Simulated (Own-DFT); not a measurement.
# Stretching a layer in its plane: wurtzite AlN, 72 atoms (Al36N36)

Everything here is calculated. The program is Own-DFT (plane waves, in-house, since retired, never reviewed by a person); positions were held fixed, and spin and spin-orbit coupling were off.

Method: PBE; PseudoDojo norm-conserving scalar-relativistic files; cutoff 42 hartree; 3 x 3 x 2 k mesh centred on Gamma; Fermi-Dirac smearing of 0.1 eV.

Keep in mind: forces on such cells moved up to 12 meV/angstrom on a denser k mesh; stress not checked against mesh or cutoff.

Unstrained cell vectors in Å: (9.336, 0.000, 0.000); (-4.668, 8.085, 0.000); (0.000, 0.000, 9.964). The unstrained cell has measured lattice constants (interpolated for alloys), not those of this functional. That, the random moves and any unrelaxed bonds set the pressure at no strain. Each run strains x and y alike by e, as a substrate would, and holds the height along z. Each atom got a random Gaussian move of width 0.05 Å along each axis. Stress is positive in tension.

| e (%) | u (Å) | (s_xx + s_yy)/2 (GPa) | s_zz (GPa) |
|---|---|---|---|
| -2.75 | 0.050 | -23.43 | -10.24 |
| -2.50 | 0.050 | -22.88 | -8.77 |
| -2.25 | 0.049 | -19.91 | -10.45 |
| -1.75 | 0.050 | -16.47 | -9.62 |
| -1.25 | 0.052 | -15.25 | -5.81 |
| -0.50 | 0.048 | -9.49 | -4.68 |
| 0.75 | 0.047 | -1.86 | -3.39 |
| 1.25 | 0.051 | 0.72 | -2.41 |
| 2.00 | 0.047 | ? | ? |
| 3.00 | 0.049 | 9.49 | -2.18 |

## Working it out

With e as a fraction, the in-plane stress is -6.5 + 585 e - 1563 e² GPa (errors 13 and 801, scatter 0.73), and s_zz is -5.3 + 161 e GPa (slope ± 25, scatter 1.40). At e = 0 the first slope is C11 + C12 and the second 2 C13, both with the ions held to the strained lattice and at the cell's own pressure. A free layer would change its height as e changes, and the in-plane slope would drop by 2 C13²/C33 to the biaxial modulus. At fixed height, a misfit of 1 % moves the in-plane stress by about 5.8 GPa and s_zz by 1.6 GPa.

## Withheld run

The question: what are the two stresses at e = 2.00 %?

The fit gives 4.6 and -2.1 GPa. DFT gave 6.01 and -4.85 GPa.
